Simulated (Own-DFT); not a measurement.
# Computed records: Hf36O71 (tetragonal hafnia with one neutral oxygen vacancy, atoms displaced)

All values are calculated (Own-DFT development build). A calculation, not a measurement: plane-wave PBE and HSE06 DFT by an unreviewed code, no spin, of a simulated cell at Gamma alone, so results move with cell size and shape, stress positive in tension, energies less offsets, not probed for a lower state with spin; hafnium file: forces about 75 meV/angstrom off all-electron values; oxygen file: force components 24 meV/angstrom off all-electron in a glass; k mesh not checked against a denser one; forces and stress are PBE's, HSE06 gives the energy alone, and its difference from PBE has offsets of its own; offsets are fitted by least squares, one for each functional and potential file, so energies compare only between cells with the same atoms and settings and are not formation energies; the far tail of each file's local potential was reset to the Coulomb form; each entry is a single point on an unrelaxed cell, so the pressure reflects the starting lattice, taken from the Materials Project, from which strain is counted, and rises with the displacements; printed positions are rounded, which can move forces by about a meV/angstrom; the program is a retired in-house code; no spin-orbit coupling.

Settings shared by all entries: first functional PBE; second functional HSE06; exact exchange share 0.25; screening 0.11 1/bohr; exchange divergence Gygi-Baldereschi; potential files PseudoDojo norm-conserving, scalar-relativistic, made for PBE, standard set; wave cutoff 48 hartree; occupations fixed; k mesh 1 x 1 x 1 centred on Gamma.

(1) 
```xyz
107
Lattice="10.7800 0.0000 0.0000 0.0000 10.7800 0.0000 0.0000 0.0000 10.4493" Properties=species:S:1:pos:R:3:force_x:R:1:force_y:R:1:force_z:R:1 formula=Hf36O71 PBE_energy_of_cell_above_offsets=-101.040 HSE06_less_PBE_above_offsets=-0.147 PBE_pressure=0.91 PBE_stress_xx=-0.34 PBE_stress_yy=-0.7 PBE_stress_zz=-1.69 PBE_stress_yz=-0.26 PBE_stress_xz=-0.59 PBE_stress_xy=0.04
Hf    10.7444    10.7539    10.3983      0.008      1.143      0.588
Hf     1.7820     1.7646     2.6291     -0.634      0.566     -0.366
O      0.0221     1.7976     1.5677     -0.926     -0.046      0.692
O      1.8050    10.7606     3.6367     -0.113      0.456      0.517
O     10.7771     1.7894     4.1675      0.016     -0.037      0.674
O      1.7489     0.0420     1.0285      0.624      -0.46     -0.251
Hf     0.0079    10.7474     5.2378      -0.66      0.385     -0.107
Hf     1.8005     1.7432     7.8062     -1.629      1.289      1.414
O      0.0192     1.8003     6.8309     -0.401     -0.078     -0.515
O      1.7906    10.7435     8.8462     -0.006      0.578       0.53
O     10.7575     1.8166     9.4391      0.425     -0.671      0.132
O      1.7812    10.7673     6.2680      0.502      0.009     -0.171
Hf     0.0113     3.6225     0.0321     -1.189     -1.031     -0.421
Hf     1.8002     5.3871     2.6116      0.331      0.195      0.321
O      0.0303     5.3896     1.6026     -0.801      0.592      0.093
O      1.7863     3.5832     3.6252     -0.174      0.376      0.375
O     10.7742     5.4464     4.2408     -0.402     -1.532     -0.634
O      1.7653     3.6206     1.0769      1.138      0.025     -0.594
Hf     0.0469     3.5796     5.2497     -0.526      0.001      0.041
Hf     1.7840     5.4192     7.8011      0.687     -0.227      0.202
O      0.0508     5.3964     6.7973     -1.102     -0.098     -0.108
O      1.8064     3.6105     8.8326      0.346     -0.452      0.181
O     10.7483     5.3420     9.4054      0.334      1.187      0.139
O      1.7975     3.6033     6.2451      0.324     -0.195      -0.31
Hf     0.0134     7.1503    10.4105     -0.324     -0.379       0.55
Hf     1.7656     9.0482     2.6047      0.141      -1.55     -0.218
O     10.7602     8.9711     1.6028     -0.448     -0.138      0.053
O      1.7747     7.1730     3.6764      0.181      0.623     -0.915
O      0.0078     8.9725     4.2402      0.025      0.085      -0.29
O      1.7843     7.2259     0.9878      0.172     -0.345      0.071
Hf    10.7680     7.1738     5.2095      1.325      0.515      1.097
Hf     1.7763     9.0320     7.8292     -0.162     -1.617     -0.327
O     10.7516     8.9741     6.8294      0.041      0.399      0.206
O      1.7915     7.2006     8.8134     -0.134      0.035      0.365
O      0.0044     8.9319     9.4489     -0.263      0.723     -0.352
O      1.8213     7.1826     6.2530     -0.524      0.202     -0.463
Hf     3.5916     0.0287     0.0078     -0.341     -0.935      0.151
Hf     5.3693     1.7743     2.6082        0.6      0.438      0.066
O      3.5728     1.8148     1.6226      0.165     -0.099     -0.524
O      5.3996    10.7576     3.6122      -0.13      0.375      0.247
O      3.5682     1.8158     4.2077      0.105     -0.984      0.667
O      5.3676     0.0111     1.0185      0.282     -0.204     -0.207
Hf     3.5961    10.7183     5.2494      0.014      0.823     -0.338
Hf     5.3533     1.8003     7.8299      0.716      0.165      0.273
O      3.5405     1.8077     6.9172      1.465      -0.19     -1.452
O      5.3736     0.0094     8.8270      0.103     -0.403      0.071
O      3.5859     1.7795     9.4342      0.193      0.341      0.301
O      5.4333    10.7527     6.2222     -0.966      0.303      0.147
Hf     3.5809     3.5799     0.0034     -1.001      0.575     -0.163
Hf     5.3761     5.4123     2.5675      0.449     -0.367      1.089
O      3.6186     5.3781     1.5815     -0.554     -0.005     -0.003
O      5.3999     3.5492     3.6699     -0.396      0.872     -0.826
O      3.5673     5.4112     4.2396      0.217     -0.421      -0.57
O      5.3902     3.5738     0.9707     -0.782      0.089      0.629
Hf     3.5978     3.5990     5.2121      0.246      0.638     -0.064
Hf     5.3726     5.3476     7.8264     -0.348      1.037     -0.425
O      3.5953     5.4270     6.7798      0.139     -0.535      0.509
O      5.4245     3.6065     8.8173     -0.387     -0.687      0.561
O      3.5905     5.4244     9.4242      0.117     -1.131      0.073
O      5.4210     3.5961     6.2614     -0.756     -0.265     -0.167
Hf     3.5781     7.1802    10.4127      -0.16      0.271       0.17
Hf     5.3997     8.9877     2.5988     -0.598     -0.178     -0.019
O      3.5824     8.9939     1.6068     -0.019      0.243      0.127
O      5.3564     7.2182     3.6646      0.038     -0.123     -0.679
O      3.5508     9.0184     4.2053      0.252     -0.055     -0.239
O      5.3720     7.2097     0.9653       0.43      0.044      0.717
Hf     3.6166     7.2419     5.1958      -0.69     -1.109      0.619
Hf     5.3830     8.9495     7.8396      -0.43     -0.218      0.185
O      3.5602     8.9679     6.7823      0.874      0.466      0.125
O      5.3568     7.1707     8.8630      0.304      0.088     -0.515
O      3.6170     8.9553     9.4261     -0.057      1.025      -0.07
O      5.4089     7.1319     6.2434      0.154       0.76     -0.127
Hf     7.1849    10.7238    10.4366      -0.09      1.418      0.071
Hf     8.9599     1.7843     2.6762      0.438      0.411     -1.476
O      7.1819     1.7889     1.5723     -0.188      -0.19      0.713
O      9.0286    10.7398     3.6494     -0.363      0.583     -0.175
O      7.1701     1.8395     4.1818      0.347     -0.884      0.424
O      8.9518    10.7673     0.9664      0.344     -0.196      0.414
Hf     7.1853     0.0562     5.2249      0.487     -0.282     -0.345
Hf     8.9184     1.7763     7.8323      1.384      1.766      0.587
O      7.1925     1.8218     6.8255      -1.01     -0.409     -0.461
O      8.9646     0.0538     8.8343      0.031      -1.74      0.385
O      7.2044     1.8095     9.4677     -0.356     -0.696     -0.494
O      8.9820     0.0129     6.2356     -0.189      0.027     -0.049
Hf     7.1333     3.6002    10.4453      1.964     -0.245     -0.085
Hf     8.9880     5.4420     2.6629     -0.292     -1.522      -1.38
O      7.1615     5.4011     1.5728      0.247      0.694      0.057
O      8.9373     3.5918     3.6060      0.324       0.26      0.682
O      7.1504     5.4037     4.1193      0.286        0.3      1.048
O      8.9425     3.6340     1.0056      0.405     -0.062      0.152
Hf     7.2125     3.6260     5.2432     -0.143      0.285     -0.386
Hf     8.9700     5.4159     7.8013      0.533     -1.428       0.53
O      7.1672     5.3787     6.8002      0.328      0.058     -0.211
O      9.0136     3.5949     8.8553     -0.505      0.072     -0.443
O      7.1947     5.3983     9.4359     -0.098      0.224     -0.324
O      8.9743     3.5819     6.3180      0.478      0.265     -1.262
Hf     7.1904     7.1552    10.4453      0.301     -0.575      0.217
Hf     8.9428     8.9718     2.6068      1.091      0.338      0.043
O      7.2082     8.9977     1.6362     -0.673      -0.33     -0.889
O      8.9549     7.1868     3.6270      0.018      0.668      0.216
O      7.1746     9.0042     4.2033      0.132     -0.137      0.408
Hf     7.2022     7.2099     5.2246     -0.366     -0.392      0.181
Hf     8.9464     8.9683     7.8690      0.565      0.139      -0.35
O      7.1852     8.9740     6.8512      -0.01     -0.155     -0.343
O      8.9990     7.1686     8.8277     -0.158      0.355      0.995
O      7.1949     8.9480     9.4190     -0.004      0.146      0.145
O      9.0074     7.1643     6.3291     -0.711      0.064     -1.126
```

Units: PBE_energy_of_cell_above_offsets, HSE06_less_PBE_above_offsets in eV; PBE_pressure, PBE_stress_xx, PBE_stress_yy, PBE_stress_zz, PBE_stress_yz, PBE_stress_xz, PBE_stress_xy in GPa; force_x, force_y, force_z in eV/Å.

(2) 
```xyz
107
Lattice="10.7800 0.0000 0.0000 0.0000 10.7800 0.0000 0.0000 0.0000 10.4493" Properties=species:S:1:pos:R:3 formula=Hf36O71
Hf     0.0097     0.0651    10.3171
Hf     1.8102     1.9715     2.6490
O      0.0715     1.8827     1.5490
O      1.8768    10.7782     3.6953
O      0.1193     1.5628     4.2402
O      1.7976     0.0375     0.9680
Hf     0.0646     0.0484     5.3243
Hf     1.8450     1.7465     7.9103
O     10.6238     1.8983     6.9273
O      1.7120    10.7270     8.9793
O     10.6984     1.9709     9.4484
O      1.7372    10.7306     6.1979
Hf    10.7629     3.4564    10.4426
Hf     1.8452     5.3682     2.5632
O     10.7261     5.3338     1.4934
O      1.8312     3.5287     3.5792
O     10.7402     5.3049     4.1335
O      1.8298     3.6020     1.2720
Hf    10.7470     3.6084     4.9909
Hf     1.8098     5.4163     7.9992
O      0.0081     5.4600     6.6213
O      1.6528     3.5348     8.9158
O      0.1104     5.4267     9.3870
O      1.6896     3.5689     6.1818
Hf     0.0400     7.2184     0.0073
Hf     1.9271     8.9799     2.5882
O      0.1587     8.9784     1.6569
O      1.8327     7.2177     3.6055
O      0.0038     9.0895     4.1731
O      1.8157     7.2963     1.0545
Hf     0.0931     7.1598     5.1350
Hf     1.6014     9.0682     7.8196
O      1.7071     7.1272     9.1045
O      0.0730     9.0188     9.4236
O      1.9042     7.1241     6.3352
Hf     3.5670     0.0041     0.1079
Hf     5.2706     1.7550     2.5587
O      3.7050     1.9132     1.5272
O      5.3334    10.6484     3.6541
O      3.5899     1.8540     4.1484
O      5.4351    10.7646     1.0720
Hf     3.5760    10.6854     5.2803
Hf     5.4704     1.9251     7.8790
O      3.7099     1.7425     6.6845
O      5.4431     0.0146     8.8268
O      3.6410     1.7654     9.4560
O      5.3512     0.0206     6.1926
Hf     3.5776     3.6179    10.3046
Hf     5.3098     5.4031     2.6652
O      3.5821     5.4671     1.5732
O      5.3207     3.5272     3.5421
O      3.6016     5.4037     4.2681
O      5.4175     3.6088     1.0383
Hf     3.4528     3.6976     5.1226
Hf     5.4692     5.2579     7.7601
O      3.6458     5.4011     6.8798
O      5.4347     3.5325     8.8285
O      3.6205     5.4394     9.4670
O      5.4467     3.5176     6.2046
Hf     3.6194     7.1216     0.0059
Hf     5.2870     9.1019     2.5091
O      3.7549     9.0066     1.4341
O      5.3707     7.0797     3.4860
O      3.6894     8.9926     4.1785
O      5.2864     7.2019     1.0891
Hf     3.5991     7.2547     5.1993
Hf     5.4367     8.9181     7.9441
O      3.6293     8.9685     6.9646
O      5.4777     7.2181     8.7939
O      3.3943     8.9500     9.5001
O      5.3362     7.0676     6.1932
Hf     7.2124     0.1061     0.0242
Hf     9.0195     1.8546     2.6134
O      7.2162     1.8680     1.5528
O      9.0628    10.7789     3.4405
O      7.2146     1.7962     4.2863
O      8.9369     0.0116     1.0971
Hf     7.2679    10.7705     5.0750
Hf     9.0108     1.7722     7.7421
O      7.0999     1.7402     6.8262
O      9.0183     0.0613     8.9382
O      7.1628     1.8099     9.3691
O      8.8874    10.7642     6.3055
Hf     7.0840     3.7220     0.0431
Hf     9.0436     5.3801     2.6696
O      7.2085     5.3849     1.5089
O      8.9609     3.6773     3.7808
O      7.0863     5.3968     4.2810
O      9.0616     3.5820     0.9360
Hf     7.1536     3.5092     5.1781
Hf     8.9859     5.4439     7.8468
O      7.0452     5.3076     6.8154
O      8.9782     3.5074     8.8600
O      7.2181     5.2281     9.2883
O      8.9653     3.6834     6.2907
Hf     7.2044     7.3007     0.0456
Hf     8.9648     9.0010     2.6796
O      7.1474     9.1337     1.5476
O      8.9049     7.2606     3.5723
O      7.2894     8.9773     4.2818
O      8.9925     7.3301     1.1128
Hf     7.1849     7.1105     5.1922
Hf     8.9519     9.0625     7.7269
O      7.1147     8.9822     6.9572
O      8.9122     7.0169     8.7935
O      7.1647     8.9862     9.4977
O      9.0790     7.1698     6.3269
```

Q: Estimate the PBE stress zz of Hf36O71 (tetragonal hafnia with one neutral oxygen vacancy, atoms displaced) (entry 2).
A: -4.93 GPa

Q: Give the missing PBE stress yy for Hf36O71 (tetragonal hafnia with one neutral oxygen vacancy, atoms displaced) (entry 2).
A: -8.82 GPa

Q: Hf36O71 (tetragonal hafnia with one neutral oxygen vacancy, atoms displaced) (entry 2): PBE stress xx?
A: -2.4 GPa

Further results for Hf36O71 (tetragonal hafnia with one neutral oxygen vacancy, atoms displaced) (entry 2):

* PBE energy of cell above offsets: -85.934 eV
* HSE06 less PBE above offsets: 0.629 eV
* PBE pressure: 5.38 GPa
* PBE stress yz: -1.14 GPa
* PBE stress xz: 0.17 GPa
* PBE stress xy: -0.39 GPa

Force:
```tsv
element	x (eV/Å)	y (eV/Å)	z (eV/Å)
Hf	-1.366	-0.34	2.54
Hf	1.371	-6.535	-2.218
O	-0.974	-0.382	0.888
O	0.672	-0.442	-1.103
O	-0.727	5.434	-2.009
O	0.081	0.283	0.84
Hf	-2.479	-3.301	-0.859
Hf	0.789	0.978	-1.778
O	5.966	-1.28	-2.557
O	0.054	2.292	-2.082
O	0.939	-6.921	-2.539
O	1.359	-0.303	3.311
Hf	-0.109	5.864	2.022
Hf	-1.091	0.915	-1.465
O	1.037	1.225	1.623
O	-0.699	4.912	3.715
O	0.772	2.713	-1.88
O	0.75	0.521	-3.056
Hf	-0.717	-1.374	5.574
Hf	-1.316	0.951	-2.065
O	0.903	-0.053	1.231
O	2.469	0.036	-0.226
O	-0.895	-0.975	0.07
O	0.732	-0.378	-0.181
Hf	0.09	-0.503	0.834
Hf	-1.474	1.503	-0.362
O	-1.561	0.232	-0.309
O	-0.399	-0.907	0.975
O	-0.052	-1.391	1.85
O	0.509	-1.115	0.714
Hf	-0.342	0.169	1.845
Hf	2.495	-2.124	0.951
O	0.595	0.769	-2.764
O	-1.002	-0.727	-0.986
O	-1.656	1.21	-0.692
Hf	1.262	-1.426	-1.887
Hf	2.398	-0.039	1.486
O	-2.961	-0.671	-0.855
O	0.549	3.017	0.111
O	-0.172	-0.627	-0.202
O	-1.184	1.091	-0.061
Hf	2.135	2.283	-0.069
Hf	-0.362	-5.341	-2.313
O	-3.081	0.407	2.228
O	-0.504	-0.371	0.734
O	-1.413	0.815	-0.973
O	1.357	-0.905	-1.127
Hf	0.67	-1.091	2.737
Hf	1.811	-1.852	-2.034
O	-0.637	-0.561	0.332
O	0.467	0.962	0.756
O	-0.649	1.116	-1.9
O	-2.45	0.45	-0.808
Hf	1.872	-3.621	3.206
Hf	-1.863	1.94	0.924
O	-1.446	-1.297	0.02
O	-1.513	2.939	2.505
O	-0.44	-2.129	-1.204
O	-1.868	0.735	0.07
Hf	-0.709	2.881	0.104
Hf	3.627	-2.392	0.77
O	-3.837	0.687	0.589
O	0.17	3.496	2.288
O	-0.677	-1.385	-0.418
O	2.38	-0.491	-1.43
Hf	0.837	-0.36	1.605
Hf	-1.537	3.153	-0.687
O	-1.826	0.372	-1.39
O	-0.237	-2.812	1.724
O	0.78	0.558	-0.009
O	1.031	0.871	-0.863
Hf	-0.092	-0.026	-0.579
Hf	-1.139	-1.059	-2.224
O	-0.022	-0.299	1.352
O	-1.124	2.205	2.802
O	0.701	-0.872	-2.414
O	1.896	0.491	-1.493
Hf	-3.016	0.134	2.727
Hf	-5.444	1.875	3.179
O	2.305	0.397	-1.036
O	0.532	-1.207	-0.771
O	-0.365	0.481	1.08
O	1.527	-0.815	-0.555
Hf	2.994	-2.141	-0.526
Hf	-1.091	1.12	-2.521
O	0.255	0.149	1.264
O	0.25	-1.691	-1.805
O	0.537	-0.988	-1.382
O	-2.114	-0.071	2.047
Hf	0.277	1.567	2.479
Hf	0.42	-4.79	-1.884
O	4.203	1.179	-1.777
O	0.604	1.307	-0.517
O	-0.706	2.543	0.564
O	-0.059	-0.813	-1.736
Hf	-0.386	-1.213	0.42
Hf	0.617	0.158	-3.097
O	0.143	-1.517	1.073
O	0.742	-3.026	1.853
O	0.077	-0.857	-0.656
O	-0.107	-0.181	-1.385
Hf	-0.307	0.926	1.461
Hf	-0.309	-0.723	1.211
O	1.775	-0.501	-1.582
O	-0.007	5.105	2.724
O	0.783	0.68	-0.37
O	-1.053	1.121	-1.74
```
